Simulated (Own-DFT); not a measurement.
Simulation results for AlN (wurtzite, atoms displaced)

Computed with Own-DFT development build. A calculation, not a measurement: plane-wave PBE density functional theory by an unreviewed code, no spin, of a simulated periodic cell, stress positive in tension, free energy of the whole cell less one offset for each atom, forces on such cells passed a denser k mesh, this cell's mesh not checked; offsets are fitted by least squares, one for each functional and potential file, so energies compare only between cells with the same atoms and settings and are not formation energies; the far tail of each file's local potential was reset to the Coulomb form; each entry is a single point on an unrelaxed cell, so the pressure reflects the starting lattice, mostly measured values (interpolated for alloys), from which strain is counted, and rises with the displacements; printed positions are rounded, which can move forces by about a meV/angstrom; the program, named Own-DFT, is a retired in-house code; no spin-orbit coupling.

Settings shared by all entries: functional PBE; potential files PseudoDojo norm-conserving, scalar-relativistic, standard set; wave cutoff 42 hartree; occupations Fermi-Dirac; smearing width 0.1 eV; hardware one NVIDIA H100; k mesh 2 x 2 x 2 centred on Gamma.

(1) AlN (wurtzite, atoms displaced)

```
cell vectors (Å)
  12.4480     0.0000     0.0000
  -6.2240    10.7803     0.0000
   0.0000     0.0000     9.9640
atoms (fractions of the cell vectors)
Al  0.07326  0.15073  0.99524
Al  0.17555  0.08738  0.24632
N   0.07575  0.16051  0.21163
N   0.16598  0.06675  0.43108
Al  0.10783  0.18415  0.49578
Al  0.16372  0.07371  0.71008
N   0.06579  0.15396  0.68864
N   0.16036  0.06428  0.94209
Al  0.09059  0.40714  0.98717
Al  0.16904  0.33034  0.26373
N   0.09239  0.41079  0.18588
N   0.17151  0.33874  0.43598
Al  0.09630  0.40773  0.51409
Al  0.16753  0.34117  0.75528
N   0.09993  0.42344  0.70375
N   0.16716  0.34046  0.93340
Al  0.08415  0.65818  0.99138
Al  0.17610  0.59229  0.24603
N   0.08130  0.66318  0.16587
N   0.15399  0.57651  0.42342
Al  0.08936  0.66428  0.50825
Al  0.15061  0.57897  0.75196
N   0.08700  0.66204  0.68796
N   0.16504  0.58665  0.94757
Al  0.08421  0.92186  0.99504
Al  0.17020  0.83851  0.25645
N   0.09282  0.92064  0.19097
N   0.17007  0.84147  0.45235
Al  0.08579  0.90954  0.48681
Al  0.17434  0.83244  0.73245
N   0.08506  0.91163  0.68386
N   0.17517  0.82598  0.94227
Al  0.32135  0.14540  0.99994
Al  0.41734  0.08144  0.25665
N   0.32940  0.14245  0.18280
N   0.41323  0.07210  0.43561
Al  0.33934  0.17070  0.51078
Al  0.41819  0.09061  0.74835
N   0.34390  0.17449  0.68870
N   0.42042  0.08093  0.94990
Al  0.33119  0.40600  0.00666
Al  0.43472  0.33055  0.24841
N   0.33820  0.41641  0.18031
N   0.40759  0.32597  0.42410
Al  0.33990  0.42487  0.49692
Al  0.41260  0.32590  0.75229
N   0.33861  0.41640  0.67080
N   0.41950  0.33890  0.94172
Al  0.33557  0.66702  0.99019
Al  0.41873  0.59571  0.23988
N   0.34427  0.66390  0.19678
N   0.39717  0.58444  0.43513
Al  0.34009  0.66236  0.49241
Al  0.42231  0.57804  0.74615
N   0.33451  0.65727  0.70889
N   0.41285  0.58996  0.94042
Al  0.33504  0.92370  0.01494
Al  0.41991  0.84223  0.23570
N   0.33237  0.90422  0.18313
N   0.41019  0.83828  0.43887
Al  0.33342  0.92614  0.50468
Al  0.42610  0.83189  0.74526
N   0.33857  0.91720  0.69308
N   0.41469  0.82323  0.94785
Al  0.56551  0.15149  0.99630
Al  0.66127  0.07059  0.26786
N   0.59953  0.18706  0.18810
N   0.67085  0.09009  0.43407
Al  0.57516  0.17595  0.50153
Al  0.66658  0.08543  0.75003
N   0.58981  0.16898  0.67796
N   0.64761  0.07155  0.95583
Al  0.58456  0.42285  0.00713
Al  0.65652  0.33481  0.24922
N   0.57834  0.40962  0.18450
N   0.66061  0.32405  0.45672
Al  0.57139  0.40032  0.48824
Al  0.67391  0.34370  0.74825
N   0.58425  0.41501  0.68897
N   0.66854  0.32630  0.92262
Al  0.57478  0.67157  0.01647
Al  0.66708  0.58616  0.25116
N   0.59014  0.66730  0.19145
N   0.65534  0.57648  0.44951
Al  0.57740  0.66790  0.48684
Al  0.67798  0.58142  0.75801
N   0.58900  0.67497  0.68545
N   0.66829  0.58189  0.93832
Al  0.57446  0.90200  0.00506
Al  0.65744  0.82481  0.25075
N   0.59988  0.93801  0.17550
N   0.66254  0.83797  0.43945
Al  0.58904  0.92295  0.48836
Al  0.67243  0.82867  0.75328
N   0.57701  0.90326  0.68162
N   0.66827  0.82559  0.94113
Al  0.84761  0.18006  0.00212
Al  0.90509  0.08611  0.26805
N   0.84547  0.17780  0.21561
N   0.93311  0.09216  0.44206
Al  0.80612  0.15035  0.51447
Al  0.90678  0.08159  0.75642
N   0.84373  0.16711  0.68112
N   0.90804  0.09476  0.93096
Al  0.84935  0.41278  0.99107
Al  0.90206  0.32636  0.26239
N   0.83397  0.41304  0.21581
N   0.92522  0.34591  0.45035
Al  0.83758  0.41611  0.48861
Al  0.91263  0.31961  0.75999
N   0.84559  0.42958  0.69952
N   0.91929  0.33805  0.92539
Al  0.84830  0.66801  0.00277
Al  0.92015  0.58413  0.26967
N   0.83324  0.66191  0.19420
N   0.91232  0.58873  0.44592
Al  0.83236  0.66559  0.50375
Al  0.91935  0.57553  0.75361
N   0.82105  0.65290  0.69107
N   0.91208  0.58774  0.94518
Al  0.82974  0.91508  0.00128
Al  0.91171  0.82686  0.24645
N   0.83542  0.91128  0.21381
N   0.92306  0.82740  0.43957
Al  0.83325  0.92233  0.49116
Al  0.90780  0.81498  0.74732
N   0.84437  0.92494  0.69985
N   0.92160  0.83539  0.93868
```

```
free energy of cell above offsets : -24.880 eV
pressure                          : 11.72 GPa
stress xx                         : -11.39 GPa
stress yy                         : -10.92 GPa
stress zz                         : -12.84 GPa
stress yz                         : -0.43 GPa
stress xz                         : 0.59 GPa
stress xy                         : 5.23 GPa
wall time                         : 430.8 s
```

Force:
| element | x (eV/Å) | y (eV/Å) | z (eV/Å) |
| --- | --- | --- | --- |
| Al | 0.606 | 1.743 | 0.902 |
| Al | -2.075 | -1.362 | 0.15 |
| N | 1.283 | 0.196 | -2.595 |
| N | 0.434 | 4.5 | 2.604 |
| Al | -2.195 | -4.511 | 0.398 |
| Al | -1.674 | 1.098 | 2.838 |
| N | 3.352 | 2.86 | -0.307 |
| N | -1.016 | 7.199 | -2.843 |
| Al | -4.645 | 4.435 | 4.346 |
| Al | -0.484 | 0.556 | -5.205 |
| N | -1.614 | 0.661 | -0.387 |
| N | 2.616 | 0.159 | 2.549 |
| Al | -4.974 | 2.345 | -1.006 |
| Al | 3.738 | -2.742 | -1.177 |
| N | -3.773 | -1.186 | -2.144 |
| N | 5.53 | -4.437 | -0.151 |
| Al | -2.514 | 2.897 | 0.024 |
| Al | -1.075 | -2.248 | -2.263 |
| N | -0.123 | 0.668 | 6.303 |
| N | 1.776 | 0.515 | 3.491 |
| Al | -0.932 | -0.087 | -2.497 |
| Al | 5.301 | 0.758 | 2.101 |
| N | -2.747 | 1.471 | 0.211 |
| N | 2.476 | -3.244 | -2.182 |
| Al | 2.067 | -7.087 | 2.164 |
| Al | 0.135 | -1.901 | -1.452 |
| N | -1.558 | -0.889 | -0.235 |
| N | 3.406 | -3.451 | -1.948 |
| Al | -3.704 | 0.69 | 2.12 |
| Al | -0.81 | -0.135 | 3.123 |
| N | -0.194 | -1.794 | -0.512 |
| N | -1.782 | 1.505 | -1.596 |
| Al | 0.105 | 2.412 | -0.374 |
| Al | 1.95 | -0.528 | -2 |
| N | -0.341 | 3.384 | 0.527 |
| N | -0.547 | 4.43 | 1.127 |
| Al | -0.547 | -1.57 | -4.094 |
| Al | 2.69 | -1.93 | 1.086 |
| N | -1.5 | -2.478 | 0.2 |
| N | -5.219 | -1.783 | -3.541 |
| Al | -1.386 | 1.826 | -2.104 |
| Al | -6.337 | -2.452 | -1.708 |
| N | 0.735 | -0.208 | 4.121 |
| N | 0.595 | 0.025 | 2.31 |
| Al | -0.042 | -0.597 | -2.488 |
| Al | 0.656 | 4.089 | 0.704 |
| N | -0.108 | -1.135 | 3.796 |
| N | 0.387 | -2.467 | -0.513 |
| Al | -2.496 | -1.407 | 1.21 |
| Al | 5.084 | -5.934 | 2.103 |
| N | -6.086 | 5.002 | -3.17 |
| N | 9.487 | -3.781 | -3.318 |
| Al | -8.92 | 5.462 | 3.988 |
| Al | -0.014 | 1.069 | 0.825 |
| N | -1.737 | 0.852 | -2.61 |
| N | 3.451 | -2.69 | 0.02 |
| Al | 0.132 | -3.116 | -5.142 |
| Al | 2.664 | -2.519 | 2.278 |
| N | -2.283 | 2.829 | 3.791 |
| N | 1.892 | -0.201 | -0.844 |
| Al | 1.574 | -3.443 | 0.796 |
| Al | -2.406 | -1.727 | 1.487 |
| N | 0.447 | 1.433 | -0.414 |
| N | -0.579 | 3.166 | -0.905 |
| Al | 5.565 | 5.64 | 2.313 |
| Al | -0.085 | 5.72 | -5.152 |
| N | -1.142 | -5.57 | 0.284 |
| N | -3.752 | -2.156 | 3.049 |
| Al | 1.598 | -4.969 | -0.399 |
| Al | -0.368 | -1.617 | 1.281 |
| N | -0.849 | -0.207 | 2.442 |
| N | 3.166 | 0.805 | -2.938 |
| Al | 1.33 | -1.07 | -3.678 |
| Al | 4.03 | 1.195 | 1.221 |
| N | 2.046 | 3.663 | 0.908 |
| N | 0.174 | 4.496 | -3.481 |
| Al | -0.075 | 3.05 | 2.952 |
| Al | 0.504 | -0.757 | -1.742 |
| N | -1.28 | -0.441 | -0.706 |
| N | -0.199 | 0.213 | 4.293 |
| Al | 1.693 | -1.999 | -4.558 |
| Al | 1.568 | -1.031 | 0.679 |
| N | -1.812 | -0.237 | 1.77 |
| N | 0.502 | -0.033 | -2.277 |
| Al | 0.043 | -0.257 | 2.556 |
| Al | -5.152 | -2.052 | -0.488 |
| N | 0.59 | -2.374 | -0.576 |
| N | -0.283 | 1.082 | 2.446 |
| Al | 0.621 | 1.737 | -3.205 |
| Al | 1.226 | 3.103 | -0.086 |
| N | -0.084 | -5.295 | 3.044 |
| N | 1.348 | -0.989 | -1.165 |
| Al | -3.127 | -1.281 | 2.243 |
| Al | -0.731 | 1.05 | -0.845 |
| N | 2.581 | 3.41 | -0.042 |
| N | -0.983 | 1.155 | 0.983 |
| Al | -3.948 | -0.895 | 2.908 |
| Al | 3.885 | -1.144 | -1.168 |
| N | -2.649 | -3.673 | -4.163 |
| N | -2.174 | -0.94 | 2.454 |
| Al | 6.192 | 4.399 | -2.62 |
| Al | 2.276 | -0.676 | -2.461 |
| N | -3.115 | -0.172 | 3.527 |
| N | 2.981 | -2.33 | 2.86 |
| Al | -6.059 | 2.105 | 2.267 |
| Al | 3.847 | 3.453 | 1.593 |
| N | -2.61 | 1.641 | -2.197 |
| N | 1.535 | -2.687 | 0.511 |
| Al | -1.317 | 1.238 | 2.158 |
| Al | -0.308 | 2.585 | -6.374 |
| N | 0.503 | -5.701 | -2.278 |
| N | 3.371 | -1.792 | 4.313 |
| Al | -5.029 | 1.583 | 1.581 |
| Al | 0.87 | 0.052 | -3.972 |
| N | -0.306 | -0.255 | -0.118 |
| N | 1.923 | -0.764 | 1.493 |
| Al | -1.454 | -0.039 | -0.04 |
| Al | -1.276 | 4.327 | 0.843 |
| N | 4.387 | 2.414 | -1.002 |
| N | 5.109 | -3.454 | -2.464 |
| Al | 0.786 | 0.071 | 0.536 |
| Al | 2.722 | 0.516 | 1.092 |
| N | -3.023 | 1.268 | -2.687 |
| N | -2.526 | -0.019 | 0.102 |
| Al | 2.348 | 0.133 | 1.028 |
| Al | 0.367 | 3.02 | 0.024 |
| N | -0.96 | -2.982 | -1.294 |
| N | -1.145 | -0.459 | 0.457 |

(2) AlN (wurtzite, atoms displaced)

```
cell vectors (Å)
  12.4480     0.0000     0.0000
  -6.2240    10.7803     0.0000
   0.0000     0.0000     9.9640
atoms (fractions of the cell vectors)
Al  0.08787  0.16413  0.00098
Al  0.15968  0.07408  0.25937
N   0.08956  0.17802  0.18707
N   0.16235  0.07981  0.43293
Al  0.08975  0.16228  0.50510
Al  0.16707  0.09290  0.74559
N   0.08924  0.17242  0.69912
N   0.16567  0.09299  0.93503
Al  0.07557  0.39935  0.99842
Al  0.18251  0.32990  0.24707
N   0.08046  0.40918  0.18888
N   0.17729  0.34708  0.43873
Al  0.09552  0.43171  0.50942
Al  0.15557  0.31898  0.74287
N   0.07334  0.41054  0.70252
N   0.16698  0.34731  0.95241
Al  0.07879  0.65110  0.99844
Al  0.17008  0.59107  0.25825
N   0.10371  0.68424  0.18758
N   0.16149  0.57385  0.44446
Al  0.08473  0.65796  0.50066
Al  0.16715  0.58753  0.75460
N   0.08456  0.66945  0.68906
N   0.15471  0.57860  0.94091
Al  0.08158  0.91129  0.98719
Al  0.17745  0.83212  0.24081
N   0.07992  0.91311  0.19293
N   0.15139  0.82851  0.43680
Al  0.08472  0.91379  0.49737
Al  0.17766  0.83232  0.75166
N   0.09120  0.91499  0.69549
N   0.15527  0.83294  0.94749
Al  0.34500  0.16867  0.02198
Al  0.40056  0.07608  0.24055
N   0.34665  0.17171  0.17681
N   0.40784  0.07215  0.44674
Al  0.33877  0.14555  0.49274
Al  0.40902  0.08599  0.74438
N   0.32546  0.15035  0.69936
N   0.42996  0.09104  0.94043
Al  0.33254  0.42082  0.99810
Al  0.41148  0.33544  0.22830
N   0.33086  0.42692  0.20639
N   0.40811  0.33496  0.44962
Al  0.33013  0.41795  0.48698
Al  0.40501  0.33092  0.73999
N   0.34662  0.41888  0.68232
N   0.42163  0.34366  0.93346
Al  0.32616  0.65069  0.00075
Al  0.38749  0.56376  0.26105
N   0.34209  0.67345  0.19811
N   0.43238  0.57878  0.43475
Al  0.32778  0.66865  0.50113
Al  0.41307  0.57816  0.74767
N   0.31601  0.65007  0.70402
N   0.40990  0.57515  0.93667
Al  0.34197  0.91914  0.00060
Al  0.41861  0.83903  0.26123
N   0.35416  0.92589  0.21445
N   0.41160  0.82787  0.43633
Al  0.35036  0.91869  0.51137
Al  0.41129  0.83028  0.73406
N   0.34912  0.91812  0.70054
N   0.41474  0.83315  0.94302
Al  0.57634  0.16036  0.00399
Al  0.66674  0.10155  0.25520
N   0.57192  0.16150  0.20272
N   0.67489  0.07855  0.44754
Al  0.59123  0.16331  0.48930
Al  0.67253  0.08038  0.75920
N   0.57739  0.15964  0.69824
N   0.67038  0.09449  0.94547
Al  0.58560  0.40937  0.99979
Al  0.67449  0.33938  0.25991
N   0.58226  0.41737  0.18842
N   0.66466  0.33860  0.46793
Al  0.57796  0.42969  0.50983
Al  0.67981  0.33435  0.73541
N   0.58671  0.41873  0.69798
N   0.65835  0.32322  0.93311
Al  0.58271  0.67224  0.01367
Al  0.66663  0.58883  0.24859
N   0.58591  0.66073  0.20253
N   0.66693  0.58010  0.43323
Al  0.57846  0.64998  0.49689
Al  0.66368  0.59799  0.75187
N   0.59347  0.66811  0.69544
N   0.67164  0.56998  0.94522
Al  0.57570  0.92155  0.01376
Al  0.66065  0.83356  0.26008
N   0.57419  0.89931  0.18927
N   0.66235  0.83651  0.44616
Al  0.59282  0.94016  0.48904
Al  0.67887  0.84948  0.75923
N   0.58535  0.91921  0.68230
N   0.67277  0.85384  0.95222
Al  0.83848  0.17115  0.00867
Al  0.91898  0.09119  0.25840
N   0.83831  0.15273  0.17726
N   0.92350  0.07929  0.44160
Al  0.82597  0.15491  0.49658
Al  0.92404  0.08040  0.76036
N   0.83007  0.16607  0.69462
N   0.91208  0.08318  0.94093
Al  0.84031  0.41276  0.99590
Al  0.92067  0.33865  0.25069
N   0.84113  0.42622  0.19846
N   0.90607  0.32919  0.43570
Al  0.83311  0.41151  0.50892
Al  0.92984  0.32241  0.75856
N   0.84192  0.42307  0.69147
N   0.92413  0.34380  0.94674
Al  0.84628  0.67470  0.99095
Al  0.90909  0.56973  0.25002
N   0.85420  0.67571  0.19216
N   0.92273  0.58087  0.43817
Al  0.81430  0.66197  0.50595
Al  0.93388  0.58569  0.75008
N   0.84289  0.67388  0.67627
N   0.91014  0.57943  0.93937
Al  0.84395  0.91100  0.98798
Al  0.92006  0.83932  0.24447
N   0.82907  0.91359  0.19519
N   0.90882  0.83389  0.44516
Al  0.83883  0.90967  0.49987
Al  0.93113  0.84564  0.73288
N   0.82269  0.90690  0.69042
N   0.92105  0.83285  0.94319
```

```
free energy of cell above offsets : -24.190 eV
pressure                          : 11.93 GPa
stress xx                         : -15.23 GPa
stress yy                         : -12.6 GPa
stress zz                         : -7.95 GPa
stress yz                         : -0.33 GPa
stress xz                         : 0.68 GPa
stress xy                         : 3.73 GPa
wall time                         : 415.7 s
```

Force:
| element | x (eV/Å) | y (eV/Å) | z (eV/Å) |
| --- | --- | --- | --- |
| Al | -2.471 | 1.586 | 0.731 |
| Al | -0.748 | 0.643 | -3.932 |
| N | 1.087 | -3.136 | 0.813 |
| N | 1.793 | 0.156 | 3.091 |
| Al | -1.583 | 1.794 | -1.145 |
| Al | 2.479 | -2.967 | 1.981 |
| N | -1.24 | -4.536 | -3.08 |
| N | 2.737 | -1.912 | 0.295 |
| Al | -2.618 | 5.053 | 3.162 |
| Al | -6.309 | -0.379 | 1.691 |
| N | 0.826 | 1.615 | 0.775 |
| N | -2.9 | -2.778 | 0.388 |
| Al | -0.865 | -6.762 | 0.542 |
| Al | 1.062 | 7.805 | 2.539 |
| N | 4.879 | 2.868 | -2.798 |
| N | 5.322 | -4.41 | -3.444 |
| Al | -2.921 | 3.235 | 1.875 |
| Al | 0.096 | -1.349 | -2.377 |
| N | -0.288 | -5.594 | -1.005 |
| N | 1.035 | 4.632 | -1.076 |
| Al | -3.121 | 2.153 | -0.689 |
| Al | -2.951 | -2.724 | 1.561 |
| N | 3.111 | 0.83 | -0.259 |
| N | 3.74 | -1.425 | -0.618 |
| Al | -1.733 | 3.54 | 2.406 |
| Al | -2.119 | 3.153 | 2.43 |
| N | 2.223 | 1.767 | -1.247 |
| N | 4.329 | -0.758 | 0.066 |
| Al | -1.778 | -0.718 | 0.557 |
| Al | -1.393 | 0.57 | 0.56 |
| N | 0.347 | 2.153 | -1.163 |
| N | 5.546 | -1.672 | -1.651 |
| Al | -1.492 | 0.33 | -13.81 |
| Al | 2.432 | 2.783 | 2.973 |
| N | -3.057 | -0.188 | 10.56 |
| N | 6.318 | -1.267 | -2.973 |
| Al | -7.415 | 6.091 | 3.015 |
| Al | 5.512 | -0.89 | 2.623 |
| N | -3.116 | 3.47 | -3.241 |
| N | -4.367 | -3.046 | 0.142 |
| Al | 0.907 | -1.338 | 0.033 |
| Al | 1.934 | 1.166 | 2.979 |
| N | 4.041 | -6.195 | -5.824 |
| N | 2.543 | -2.594 | -1.971 |
| Al | 2.367 | 0.576 | 2.692 |
| Al | 5.291 | -1.37 | 1.652 |
| N | -5.395 | 0.628 | -0.767 |
| N | -0.944 | -1.93 | 2.021 |
| Al | -1.326 | 2.395 | 0.372 |
| Al | 2.446 | 9.616 | 1.188 |
| N | -1.588 | -1.572 | -0.26 |
| N | -5.628 | -0.468 | 0.975 |
| Al | 2.207 | -1.155 | 0.44 |
| Al | 1.413 | 0.516 | 0.22 |
| N | 3.593 | 3.309 | -3.397 |
| N | 0.757 | 2.322 | 0.466 |
| Al | -1.495 | -0.164 | 0.007 |
| Al | 2.92 | -2.396 | -2.203 |
| N | -3.84 | -2.266 | -4.105 |
| N | 0.847 | 0.761 | 3.294 |
| Al | -3.285 | -1.274 | -0.779 |
| Al | 5.525 | -1.86 | 3.719 |
| N | -5.12 | 1.318 | -1.862 |
| N | 0.352 | -1.471 | -0.833 |
| Al | 2.831 | 3.131 | -0.048 |
| Al | 3.616 | -3.163 | -1.45 |
| N | 0.251 | 2.019 | -0.145 |
| N | -3.011 | 7.887 | -5.148 |
| Al | -2.534 | 1.515 | 3.049 |
| Al | -2.812 | 0.131 | -0.194 |
| N | 1.304 | 0.233 | -2.173 |
| N | 0.923 | -1.472 | 1.036 |
| Al | -0.124 | 0.739 | -1.079 |
| Al | -2.082 | 0.16 | 0.178 |
| N | 0.683 | -0.494 | 0.89 |
| N | 0.304 | -1.276 | -2.868 |
| Al | 0.885 | -3.328 | 0.384 |
| Al | -2.92 | -0.643 | 1.506 |
| N | -1.01 | 0.432 | -0.725 |
| N | 2.189 | 0.587 | 1.23 |
| Al | 1.118 | -0.482 | -0.722 |
| Al | 3.434 | -1.301 | -1.039 |
| N | -3.661 | 1.732 | -1.589 |
| N | -1.014 | -0.155 | 0.079 |
| Al | 1.171 | 5.058 | 1.506 |
| Al | 7.423 | -5.024 | 3.198 |
| N | -6.99 | 3.034 | -2.361 |
| N | -1.417 | 3.989 | -0.511 |
| Al | 1.437 | 0.308 | -2.14 |
| Al | 2.068 | -1.057 | -0.563 |
| N | -1.297 | 3.065 | 2.265 |
| N | 0.709 | -0.267 | 0.278 |
| Al | 0.957 | -12.66 | 3.898 |
| Al | -3.776 | -3.018 | 0.247 |
| N | -0.385 | -0.328 | 0.628 |
| N | 0.828 | -2.406 | -1.367 |
| Al | -1.104 | -0.761 | -3.661 |
| Al | 2.543 | -2.64 | -1.021 |
| N | -4.211 | 2.707 | 4.61 |
| N | -0.728 | 1 | 1.42 |
| Al | 4.19 | 3.491 | 2.026 |
| Al | -2.389 | -0.525 | -1.677 |
| N | 2.316 | -0.811 | -0.734 |
| N | 2.135 | 0.468 | 0.219 |
| Al | -4.781 | 1.083 | 0.403 |
| Al | 0.814 | -0.803 | 0.091 |
| N | -0.068 | -6.716 | -3.221 |
| N | 1.907 | -1.186 | 0.855 |
| Al | -0.219 | 1.921 | -0.767 |
| Al | -6.393 | -0.571 | 0.609 |
| N | 2.009 | -0.825 | 0.928 |
| N | 0.389 | -3.959 | -1.427 |
| Al | -1.833 | -2.828 | 2.039 |
| Al | 0.419 | 7.901 | 2.392 |
| N | -2.049 | -1.367 | -0.71 |
| N | -1.053 | -0.958 | 0.583 |
| Al | 4.472 | 1.376 | -2.431 |
| Al | -4.73 | -1.027 | 0.09 |
| N | -0.178 | -0.148 | 4.315 |
| N | 2.689 | -0.153 | -0.34 |
| Al | -4.088 | 1.796 | 3.271 |
| Al | -0.843 | -1.378 | 1.43 |
| N | 0.652 | 1.167 | -0.761 |
| N | 4.31 | -1.87 | -1.323 |
| Al | -5.445 | 1.806 | 0.346 |
| Al | -1.547 | -3.348 | 1.078 |
| N | 4.424 | 3.579 | -0.272 |
| N | 0.379 | 0.365 | -2.94 |
